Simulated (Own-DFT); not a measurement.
# Which defects push the lattice out? 2H SiC

The numbers are computed, not measured, by runs of the plane-wave DFT program Own-DFT (in-house, retired, unreviewed) at fixed positions, with no spin and no spin-orbit coupling.

All runs used: PBE; PseudoDojo norm-conserving scalar-relativistic files; cutoff 42 hartree; 4 x 4 x 3 k mesh centred on Gamma; Fermi-Dirac smearing of 0.1 eV.

Known weak points (not all hold for every row): some atoms lie very close together; not probed for a lower state with spin; forces on such cells passed a denser k mesh, each cell not checked; stress not checked against mesh or cutoff.

All runs share one cell, with vectors in Å (9.248, 0.000, 0.000); (-4.624, 8.009, 0.000); (0.000, 0.000, 10.068) and a volume of 745.7 Å³. The atoms are randomly displaced, by u rms on each axis. The defect's site can differ from row to row.

| cell | formula | u (Å) | P (GPa) |
|---|---|---|---|
| no defect | C36Si36 | 0.0335 | 4.14 |
| no defect | C36Si36 | 0.0584 | 6.36 |
| no defect | C36Si36 | 0.0599 | 6.54 |
| one Si on a C site | C35Si37 | 0.0297 | ? |
| one Si on a C site | C35Si37 | 0.0308 | 10.22 |
| one Si on a C site | C35Si37 | 0.0493 | 11.87 |
| one Si on a C site | C35Si37 | 0.0500 | 12.62 |
| two Al on a Si site each | Al2C36Si34 | 0.0287 | 5.81 |
| two Al on a Si site each | Al2C36Si34 | 0.0311 | 6.01 |
| two Al on a Si site each | Al2C36Si34 | 0.0511 | 7.43 |
| one Al on a Si site and one N on a C site | AlC35NSi35 | 0.0289 | 3.93 |
| one Al on a Si site and one N on a C site | AlC35NSi35 | 0.0301 | 3.97 |
| one Al on a Si site and one N on a C site | AlC35NSi35 | 0.0496 | 5.11 |
| two N on a C site each | C34N2Si36 | 0.0313 | 2.95 |
| two N on a C site each | C34N2Si36 | 0.0322 | 3.07 |
| two N on a C site each | C34N2Si36 | 0.0544 | 4.84 |

## Analysis

P = P0 + c u² + a shift for each defect gives P0 = 3.07 GPa, c = 966 ± 73 GPa/Å² and a scatter of 0.25 GPa. The shifts, and each times the cell's volume:

- one Si on a C site: 6.61 ± 0.21 GPa, 30.8 eV
- two Al on a Si site each: 1.93 ± 0.22 GPa, 9.0 eV (4.5 eV for each of its 2 sites)
- one Al on a Si site and one N on a C site: -0.08 ± 0.22 GPa, -0.4 eV (not resolved)
- two N on a C site each: -1.05 ± 0.22 GPa, -4.9 eV (-2.4 eV for each of its 2 sites)

A positive shift means that the defect pushes the cell outwards. Shift times volume (160.2 GPa Å³ is 1 eV) depends little on the cell's size, so, taken for each site, it can be compared between cells at like pressure. The atoms around the defects weren't relaxed, which would change these numbers.

## Test on the hidden row

Q: what pressure belongs in the blank (one Si on a C site, u = 0.0297 Å)?

From the fit: 10.53 ± 0.30 GPa. The run itself gave 10.32 GPa.
